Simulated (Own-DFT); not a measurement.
Simulation results for GaP (zincblende, strained, atoms displaced), SiC (4H silicon carbide, atoms displaced)

Computed with Own-DFT development build. A calculation, not a measurement: plane-wave PBE density functional theory by an unreviewed code, no spin, of a simulated periodic cell, stress positive in tension, free energy of the whole cell less one offset for each atom, forces on such cells passed a denser k mesh, this cell's mesh not checked; offsets are fitted by least squares, one for each functional and potential file, so energies compare only between cells with the same atoms and settings and are not formation energies; the far tail of each file's local potential was reset to the Coulomb form; each entry is a single point on an unrelaxed cell, so the pressure reflects the starting lattice, mostly measured values (interpolated for alloys), from which strain is counted, and rises with the displacements; printed positions are rounded, which can move forces by about a meV/angstrom; the program, named Own-DFT, is a retired in-house code; no spin-orbit coupling.

Settings shared by all entries: functional PBE; potential files PseudoDojo norm-conserving, scalar-relativistic, standard set; wave cutoff 42 hartree; occupations Fermi-Dirac; smearing width 0.1 eV; k mesh 3 x 3 x 3 centred on Gamma.

(1) GaP (zincblende, strained, atoms displaced)

```
cell vectors (Å)
  10.8620     0.0000     0.0000
   0.0000    10.8620     0.0000
   0.0000     0.0000    10.9439
atoms (fractions of the cell vectors)
Ga  0.00186  0.99701  0.99705
Ga  0.00118  0.25296  0.24856
Ga  0.25725  0.00213  0.24766
Ga  0.25215  0.25129  0.99837
P   0.12557  0.12891  0.12749
P   0.12754  0.37600  0.36998
P   0.37409  0.12520  0.36937
P   0.37486  0.37491  0.12096
Ga  0.99811  0.99878  0.50078
Ga  0.00618  0.24867  0.74670
Ga  0.24863  0.00033  0.75380
Ga  0.24696  0.24805  0.49646
P   0.13127  0.12217  0.62353
P   0.12984  0.37323  0.87479
P   0.37458  0.11840  0.87232
P   0.36950  0.37130  0.62573
Ga  0.00003  0.50473  0.00085
Ga  0.99870  0.74862  0.24344
Ga  0.24964  0.50119  0.25553
Ga  0.24729  0.74737  0.00183
P   0.12915  0.62570  0.12383
P   0.12017  0.87556  0.37194
P   0.37416  0.62500  0.37912
P   0.37628  0.87491  0.13126
Ga  0.00036  0.49915  0.50268
Ga  0.99238  0.74619  0.75138
Ga  0.24800  0.49835  0.75400
Ga  0.25349  0.74914  0.50262
P   0.12325  0.62484  0.62208
P   0.12019  0.87468  0.87981
P   0.37469  0.62830  0.87271
P   0.37265  0.87612  0.62318
Ga  0.49814  0.99534  0.99704
Ga  0.50056  0.24763  0.25441
Ga  0.75229  0.99959  0.24725
Ga  0.75058  0.24814  0.00350
P   0.62258  0.11908  0.12818
P   0.62417  0.38012  0.37488
P   0.87443  0.12932  0.37641
P   0.87075  0.37700  0.12714
Ga  0.49922  0.99544  0.49590
Ga  0.50019  0.25058  0.75219
Ga  0.74383  0.00054  0.74428
Ga  0.75431  0.25274  0.50182
P   0.62631  0.12401  0.62046
P   0.62349  0.38258  0.87255
P   0.87437  0.12419  0.87444
P   0.87660  0.37157  0.62793
Ga  0.50047  0.50084  0.99444
Ga  0.49878  0.74762  0.25218
Ga  0.74665  0.50505  0.24848
Ga  0.75691  0.74932  0.00262
P   0.62012  0.62565  0.12643
P   0.62351  0.87621  0.37658
P   0.87375  0.62536  0.37315
P   0.87386  0.87748  0.12512
Ga  0.50351  0.49983  0.49801
Ga  0.49851  0.74764  0.75022
Ga  0.74914  0.49789  0.75310
Ga  0.74851  0.74984  0.49692
P   0.62377  0.62718  0.62205
P   0.62423  0.87724  0.87236
P   0.87892  0.62521  0.87544
P   0.87611  0.86711  0.62297
```

| Property | Result |
| --- | --- |
| free energy of cell above offsets | -34.904 eV |
| pressure | 3.18 GPa |
| stress xx | -3.34 GPa |
| stress yy | -3.38 GPa |
| stress zz | -2.81 GPa |
| stress yz | -0.18 GPa |
| stress xz | 0.28 GPa |
| stress xy | -0.08 GPa |

Force:
```
element  x (eV/Å)  y (eV/Å)  z (eV/Å)
     Ga    -0.405     0.954     0.729
     Ga    -0.297    -0.062     0.075
     Ga    -1.261    -0.201     0.161
     Ga     0.005    -0.537      0.11
      P     0.072     -0.51    -0.599
      P    -0.627    -0.114     0.808
      P     0.204    -0.005     1.065
      P     0.357     0.226     0.585
     Ga      0.11     0.032    -0.053
     Ga    -0.145    -0.266     0.413
     Ga    -0.172    -0.636    -0.328
     Ga     0.378     0.108    -0.089
      P    -0.733    -0.077    -0.061
      P      -0.9     0.195     0.293
      P     0.264     0.818      0.56
      P     0.575     0.358    -0.228
     Ga       0.3    -0.857      0.11
     Ga      0.09     0.127     0.477
     Ga     0.538     0.063    -0.799
     Ga      0.62     0.691    -0.154
      P     -0.46    -0.444     0.444
      P     0.765    -0.093     0.022
      P     0.206    -0.099    -0.254
      P     -0.05    -0.459    -0.989
     Ga    -0.175    -0.131    -0.518
     Ga      1.12     0.377    -0.368
     Ga     0.162     0.371    -0.669
     Ga    -0.846     0.348    -0.409
      P     0.218     0.057     0.753
      P     0.591    -0.617    -0.918
      P    -0.311    -0.292     0.289
      P     0.225    -0.007     0.527
     Ga     0.046     0.077      0.44
     Ga     0.145     0.547    -0.645
     Ga    -0.218     0.165     0.721
     Ga    -0.377     0.052    -0.267
      P     -0.03     0.536    -0.526
      P     0.427    -0.735    -0.066
      P     0.225    -0.378    -0.286
      P     0.391     0.175     -0.25
     Ga    -0.308     0.716     0.311
     Ga    -0.039    -0.212    -0.434
     Ga     0.836    -0.241     0.206
     Ga    -0.619     0.036    -0.293
      P    -0.572     0.438    -0.053
      P     0.203     -1.33     0.489
      P     0.066     0.015    -0.326
      P     0.086     0.537     0.052
     Ga    -0.441      0.28     0.582
     Ga     0.023     0.207     0.265
     Ga      0.08     -0.22     0.157
     Ga    -0.949     0.125    -0.258
      P     0.381     0.166    -0.622
      P     0.445    -0.316    -0.647
      P     0.244    -0.125     0.024
      P     0.426    -0.159    -0.164
     Ga    -0.729    -0.157     0.643
     Ga     0.176     0.564     -0.36
     Ga     0.332     0.618    -0.725
     Ga      0.06    -0.053     0.002
      P     0.325    -0.359     0.446
      P     0.301    -0.751     0.225
      P    -0.848    -0.442     0.203
      P    -0.507     0.904     0.167
```

(2) GaP (zincblende, strained, atoms displaced)

```
cell vectors (Å)
  10.8620     0.0000     0.0000
   0.0000    10.8620     0.0000
   0.0000     0.0000    10.9361
atoms (fractions of the cell vectors)
Ga  0.00022  0.99967  0.99730
Ga  0.00409  0.25357  0.25216
Ga  0.24162  0.00065  0.25009
Ga  0.25087  0.24812  0.99498
P   0.11909  0.11984  0.12473
P   0.12617  0.37595  0.37296
P   0.37743  0.12904  0.37134
P   0.37297  0.36665  0.13184
Ga  0.99766  0.99387  0.50383
Ga  0.99855  0.25389  0.74846
Ga  0.25321  0.00585  0.74465
Ga  0.25045  0.25053  0.50576
P   0.12741  0.12719  0.62157
P   0.12778  0.37433  0.87729
P   0.37709  0.12235  0.88210
P   0.37741  0.38112  0.62360
Ga  0.99910  0.50136  0.99536
Ga  0.00627  0.75556  0.24448
Ga  0.25822  0.49809  0.25464
Ga  0.24784  0.74957  0.00059
P   0.12826  0.62385  0.12658
P   0.12213  0.88362  0.37947
P   0.37342  0.62603  0.37408
P   0.37819  0.86589  0.12237
Ga  0.00087  0.49452  0.49633
Ga  0.00219  0.75609  0.74977
Ga  0.24434  0.50505  0.75832
Ga  0.24390  0.74968  0.50171
P   0.11535  0.62597  0.62544
P   0.12150  0.87977  0.87867
P   0.38056  0.61687  0.86816
P   0.37680  0.87843  0.62078
Ga  0.50398  0.00882  0.99994
Ga  0.49476  0.24490  0.25058
Ga  0.75186  0.99290  0.25579
Ga  0.75823  0.25234  0.99809
P   0.62436  0.13133  0.12637
P   0.61479  0.37664  0.37031
P   0.87659  0.12537  0.37998
P   0.87505  0.38407  0.12723
Ga  0.50094  0.99445  0.50229
Ga  0.50131  0.25056  0.75149
Ga  0.75286  0.99315  0.74634
Ga  0.75203  0.24878  0.50266
P   0.62133  0.12157  0.61746
P   0.62207  0.37229  0.87248
P   0.88216  0.12466  0.87589
P   0.86867  0.37674  0.62895
Ga  0.50073  0.49934  0.00324
Ga  0.49790  0.74392  0.25226
Ga  0.74506  0.50550  0.24554
Ga  0.75181  0.75423  0.99994
P   0.62348  0.62491  0.12006
P   0.62551  0.87499  0.37533
P   0.87219  0.63085  0.37042
P   0.88637  0.87827  0.11788
Ga  0.49704  0.50002  0.49416
Ga  0.50445  0.74832  0.74913
Ga  0.74845  0.50245  0.75163
Ga  0.75299  0.74387  0.50423
P   0.63034  0.62714  0.62326
P   0.63243  0.87065  0.87028
P   0.87389  0.63106  0.87387
P   0.87895  0.87689  0.61601
```

| Quantity | Value |
| --- | --- |
| hardware | one NVIDIA H100 |
| free energy of cell above offsets | -33.879 eV |
| pressure | 3.46 GPa |
| stress xx | -3.65 GPa |
| stress yy | -3.61 GPa |
| stress zz | -3.13 GPa |
| stress yz | 0.1 GPa |
| stress xz | 0.4 GPa |
| stress xy | -0.44 GPa |
| wall time | 531.9 s |

Force:
```
element  x (eV/Å)  y (eV/Å)  z (eV/Å)
     Ga     0.167     0.633    -0.043
     Ga    -0.695    -0.361    -0.369
     Ga     1.298    -0.082    -0.188
     Ga    -0.276    -0.171     1.074
      P     0.451     0.955    -0.257
      P     0.506     -0.14     0.511
      P    -0.967    -1.241     0.996
      P    -0.026     0.774    -1.112
     Ga     0.567     1.675    -0.555
     Ga     0.366    -0.215    -0.012
     Ga    -0.144    -0.373     0.659
     Ga      0.57       0.4    -0.834
      P    -0.744    -0.184     0.481
      P    -0.568    -0.015    -0.241
      P    -0.239     0.432    -1.369
      P    -0.627    -0.295     0.714
     Ga     0.107     0.319     0.409
     Ga    -0.131    -0.276     0.558
     Ga    -0.735     0.008    -0.587
     Ga     0.414    -0.335    -0.556
      P     0.043    -0.399    -0.095
      P     0.337    -1.142    -0.444
      P    -0.208     0.271     0.714
      P    -0.184     1.267     0.237
     Ga    -0.808     0.505     0.012
     Ga    -0.447     0.079     0.078
     Ga     0.149      -0.4    -1.311
     Ga      0.19     0.141    -0.084
      P     0.751    -0.301     0.057
      P     1.148    -0.363    -0.953
      P    -0.278     1.176     0.964
      P    -0.464    -0.996     0.776
     Ga     0.428    -1.437      0.45
     Ga     0.767     0.418    -0.159
     Ga     0.286     0.818    -0.844
     Ga    -0.463     0.093      0.23
      P     0.994    -0.584     0.043
      P      1.32    -0.287     0.124
      P     0.132     0.017    -0.477
      P     0.241    -0.728    -0.174
     Ga     -0.18     0.694    -1.178
     Ga    -0.406    -0.423    -0.596
     Ga     0.092     0.915    -0.208
     Ga    -0.715     0.333    -0.503
      P     0.519     0.279       1.2
      P     0.725     0.397      0.59
      P    -0.781    -0.019    -0.638
      P     0.591     0.038    -0.457
     Ga    -0.416    -0.779    -0.155
     Ga     0.505     0.545    -0.317
     Ga    -0.032    -0.276     0.619
     Ga     0.178    -0.221     0.347
      P     0.112     0.605     0.199
      P    -0.123    -0.967     0.252
      P     0.653    -0.544    -0.094
      P    -1.545    -0.406     0.943
     Ga      0.39     0.391     0.525
     Ga    -0.314      0.14    -0.293
     Ga    -0.168     0.069     0.307
     Ga    -0.009     0.813    -0.816
      P    -0.903    -0.696     0.025
      P    -0.859     0.759     0.528
      P     0.226    -0.376    -0.138
      P    -0.769    -0.933     1.432
```

(3) SiC (4H silicon carbide, atoms displaced)

```
cell vectors (Å)
  12.3308     0.0000     0.0000
  -6.1654    10.6788     0.0000
   0.0000     0.0000    10.0681
atoms (fractions of the cell vectors)
Si  0.99964  0.00028  0.40746
Si  0.07842  0.16641  0.15625
C   0.00225  0.00209  0.09426
C   0.08504  0.16330  0.34850
Si  0.99910  0.24806  0.40857
Si  0.07953  0.41328  0.15444
C   0.00093  0.25586  0.09265
C   0.08438  0.41426  0.34277
Si  0.00039  0.50080  0.41093
Si  0.08105  0.66449  0.15910
C   0.00135  0.50641  0.09387
C   0.08606  0.66556  0.34462
Si  0.00416  0.75197  0.41272
Si  0.08572  0.91673  0.15796
C   0.00256  0.74605  0.09494
C   0.08383  0.91265  0.34527
Si  0.25175  0.99819  0.41280
Si  0.33326  0.16453  0.16031
C   0.24794  0.99692  0.09908
C   0.33447  0.16642  0.34274
Si  0.24821  0.25045  0.40168
Si  0.33295  0.41384  0.15805
C   0.24994  0.24630  0.09242
C   0.33436  0.41511  0.34344
Si  0.25402  0.50145  0.40707
Si  0.32973  0.66241  0.15357
C   0.24842  0.49977  0.09219
C   0.33128  0.66797  0.35074
Si  0.25606  0.75466  0.40460
Si  0.33154  0.91909  0.14955
C   0.24545  0.74403  0.09569
C   0.33669  0.91625  0.34659
Si  0.50195  0.00454  0.40537
Si  0.58363  0.16452  0.15997
C   0.50175  0.99254  0.09163
C   0.57948  0.16448  0.33882
Si  0.50184  0.24919  0.40480
Si  0.58241  0.41773  0.15877
C   0.50076  0.25125  0.09524
C   0.58421  0.41550  0.33928
Si  0.50309  0.50411  0.40785
Si  0.58614  0.67006  0.16178
C   0.50409  0.50184  0.09249
C   0.58104  0.66402  0.34098
Si  0.50214  0.74950  0.40373
Si  0.58345  0.91749  0.14936
C   0.49715  0.74547  0.09332
C   0.58784  0.92150  0.34191
Si  0.75101  0.99660  0.40826
Si  0.83375  0.16594  0.15453
C   0.75139  0.99815  0.09284
C   0.84026  0.17429  0.33977
Si  0.75204  0.25193  0.40227
Si  0.83906  0.41613  0.15581
C   0.75134  0.24934  0.09426
C   0.82870  0.41673  0.34346
Si  0.75222  0.49812  0.40521
Si  0.83556  0.67268  0.15396
C   0.74354  0.49698  0.09538
C   0.83389  0.66691  0.34349
Si  0.74877  0.75199  0.40447
Si  0.83281  0.91758  0.15336
C   0.75255  0.75285  0.09733
C   0.83637  0.91491  0.34627
Si  0.99922  0.00031  0.90518
Si  0.91422  0.82992  0.65593
C   0.99837  0.99636  0.59065
C   0.91442  0.83400  0.84797
Si  0.99717  0.74951  0.90614
Si  0.91737  0.58539  0.64974
C   0.00324  0.74682  0.59305
C   0.91424  0.58192  0.84240
Si  0.00163  0.49959  0.90071
Si  0.91548  0.33078  0.65471
C   0.00064  0.50474  0.59335
C   0.91317  0.33187  0.84538
Si  0.00051  0.25187  0.90415
Si  0.91710  0.08331  0.65589
C   0.00745  0.25268  0.59584
C   0.91826  0.08465  0.84322
Si  0.74936  0.99931  0.89839
Si  0.66881  0.83108  0.65360
C   0.75103  0.99836  0.59441
C   0.66986  0.83207  0.84106
Si  0.75089  0.74938  0.90616
Si  0.66455  0.58437  0.65619
C   0.74775  0.74992  0.59125
C   0.66740  0.58091  0.83990
Si  0.75180  0.50281  0.90453
Si  0.66897  0.33293  0.65777
C   0.75345  0.50363  0.59221
C   0.66758  0.33366  0.84121
Si  0.75172  0.25133  0.90689
Si  0.66502  0.07997  0.65278
C   0.75172  0.25589  0.59851
C   0.66602  0.08218  0.84466
Si  0.50382  0.00109  0.90996
Si  0.42041  0.83204  0.65798
C   0.49911  0.99852  0.59351
C   0.42006  0.83331  0.84179
Si  0.50257  0.75203  0.90377
Si  0.41750  0.58538  0.66139
C   0.49887  0.74883  0.59383
C   0.41532  0.58149  0.84906
Si  0.50761  0.49945  0.90359
Si  0.41520  0.33076  0.65283
C   0.50264  0.50120  0.58890
C   0.41589  0.33393  0.84583
Si  0.50212  0.25103  0.90531
Si  0.41648  0.08488  0.65615
C   0.50203  0.25296  0.59259
C   0.41583  0.08331  0.84022
Si  0.25017  0.00298  0.91167
Si  0.16143  0.83125  0.65753
C   0.25249  0.00380  0.59089
C   0.16749  0.83369  0.84906
Si  0.24932  0.75160  0.90848
Si  0.16783  0.58641  0.65322
C   0.24968  0.74522  0.59377
C   0.16051  0.58449  0.84520
Si  0.25275  0.50351  0.90521
Si  0.16760  0.33560  0.65853
C   0.24920  0.49639  0.59223
C   0.17094  0.33684  0.84243
Si  0.25029  0.24998  0.90984
Si  0.16988  0.08481  0.65837
C   0.24899  0.24978  0.59172
C   0.16060  0.08019  0.84146
```

| Quantity | Value |
| --- | --- |
| hardware | one NVIDIA H200 |
| free energy of cell above offsets | -18.730 eV |
| pressure | 3.8 GPa |
| stress xx | -3.48 GPa |
| stress yy | -3.12 GPa |
| stress zz | -4.8 GPa |
| stress yz | 0.35 GPa |
| stress xz | 0.04 GPa |
| stress xy | -0.23 GPa |
| wall time | 530.2 s |

Force:
```
element  x (eV/Å)  y (eV/Å)  z (eV/Å)
     Si     1.212    -0.856    -0.292
     Si     1.155     0.402     0.266
      C    -0.271    -0.521    -0.218
      C     -1.49     0.456    -1.211
     Si     1.051      0.93      -0.3
     Si     0.186     2.176      0.65
      C     0.228    -2.038    -0.596
      C     -0.28     0.352     0.584
     Si     0.366    -0.408    -1.445
     Si     0.528     0.475     0.245
      C     0.767    -2.007    -0.756
      C    -0.433      0.46      0.57
     Si    -0.426    -1.046    -2.243
     Si    -0.876    -0.953     0.329
      C    -1.476      1.37    -0.514
      C    -0.133     1.152      0.39
     Si    -0.388     0.367    -2.246
     Si     0.172     0.443    -0.731
      C    -0.047     1.356    -1.182
      C      -0.2    -0.272     1.033
     Si     1.259    -0.284     1.049
     Si     0.145     0.758    -1.104
      C    -0.684     0.176     0.989
      C    -0.057     0.731     0.214
     Si    -0.835    -0.521    -0.371
     Si     0.206     0.614     1.132
      C     0.278    -0.935     0.256
      C     1.697    -0.364    -1.664
     Si    -1.034    -1.132     0.778
     Si     1.733    -1.887     1.797
      C     0.204     1.471    -0.352
      C    -0.602     0.942    -0.998
     Si     0.564    -1.342     0.184
     Si    -0.275     0.334    -2.009
      C    -2.347     2.034     0.202
      C     1.185     0.672     1.674
     Si    -0.923     0.691     -0.15
     Si     0.213    -0.297    -0.845
      C     0.197    -0.968    -0.341
      C    -0.288     0.354     1.911
     Si     0.374    -1.745    -1.101
     Si    -0.235    -1.021    -2.133
      C    -0.699     0.021      0.25
      C     0.269     1.098      1.26
     Si    -1.094     0.593     0.215
     Si      1.48    -1.517     1.614
      C     0.311     1.014    -0.066
      C    -0.194    -0.774     0.057
     Si    -0.155     1.178    -0.938
     Si     0.052     0.092    -0.259
      C    -0.608     0.589    -0.883
      C    -0.658    -1.897     1.056
     Si    -0.416    -0.216     0.701
     Si    -2.073     0.569    -0.142
      C    -0.202    -0.213    -0.008
      C     2.192    -0.209     -0.13
     Si    -1.727     1.056    -0.172
     Si     0.843    -1.849     0.884
      C     1.708     1.086    -0.742
      C     0.078     0.342     0.521
     Si     1.127    -1.155    -0.065
     Si     0.872     0.117     0.828
      C    -0.625    -0.112     -1.06
      C    -1.048     0.662    -0.893
     Si    -0.274    -0.002     0.454
     Si     0.205     0.432    -0.042
      C     0.247     0.416     1.178
      C     0.633    -0.254      -0.9
     Si     0.936    -0.343     0.409
     Si    -0.117    -0.902     1.651
      C    -1.733     1.045     0.722
      C     0.496     0.636     -0.46
     Si    -1.718      0.02     1.268
     Si      0.47     1.186     0.411
      C     0.658    -1.392     0.425
      C     1.054     0.352    -0.601
     Si     0.393     0.155     0.016
     Si     0.732     0.077    -0.075
      C    -1.966    -0.954    -0.302
      C    -0.322    -0.025      0.01
     Si     0.545     0.097     1.213
     Si    -1.079     0.216     0.397
      C    -0.241     0.349    -0.139
      C    -0.525     0.034     0.172
     Si    -0.462    -0.366     0.462
     Si     1.049    -0.383    -0.964
      C     0.819     -0.35     0.091
      C    -0.015     1.176     0.395
     Si     0.159    -1.155     0.778
     Si    -1.114     1.201    -0.347
      C    -0.727    -0.675      0.03
      C     0.055     0.061     0.908
     Si    -0.776    -0.514    -0.042
     Si    -0.201      0.94     0.669
      C     0.831    -2.162    -1.848
      C     0.235     0.466    -0.501
     Si    -0.869    -0.399    -1.597
     Si    -1.374     0.117      -0.7
      C    -0.032     0.403    -0.185
      C    -0.744     0.191     0.958
     Si       0.2    -0.842     0.604
     Si     0.043    -0.957    -0.813
      C     1.083     0.243     -0.28
      C     1.198     0.828    -0.888
     Si    -2.062    -0.094     1.028
     Si     -0.23     0.819      0.44
      C    -0.821    -0.161     1.515
      C     0.581    -0.423    -0.738
     Si    -0.298    -0.124     0.258
     Si     0.576    -0.126    -0.356
      C     0.526     -0.69    -0.087
      C     0.247    -0.022     1.576
     Si    -0.002    -0.535    -1.113
     Si     2.361     0.824     0.479
      C    -0.132    -1.052     1.759
      C    -0.828     0.568    -0.702
     Si     0.493    -0.537    -0.224
     Si     0.211    -1.316     0.676
      C    -0.309      2.24    -0.053
      C     2.411     0.403    -0.932
     Si    -1.003    -0.534     0.313
     Si     1.184    -0.217    -0.341
      C    -0.078     1.192     0.678
      C    -0.634    -0.441      0.86
     Si    -0.203    -0.012    -1.053
     Si    -0.956    -0.231    -1.136
      C     0.093     0.063     0.109
      C     1.272     0.848     1.028
```
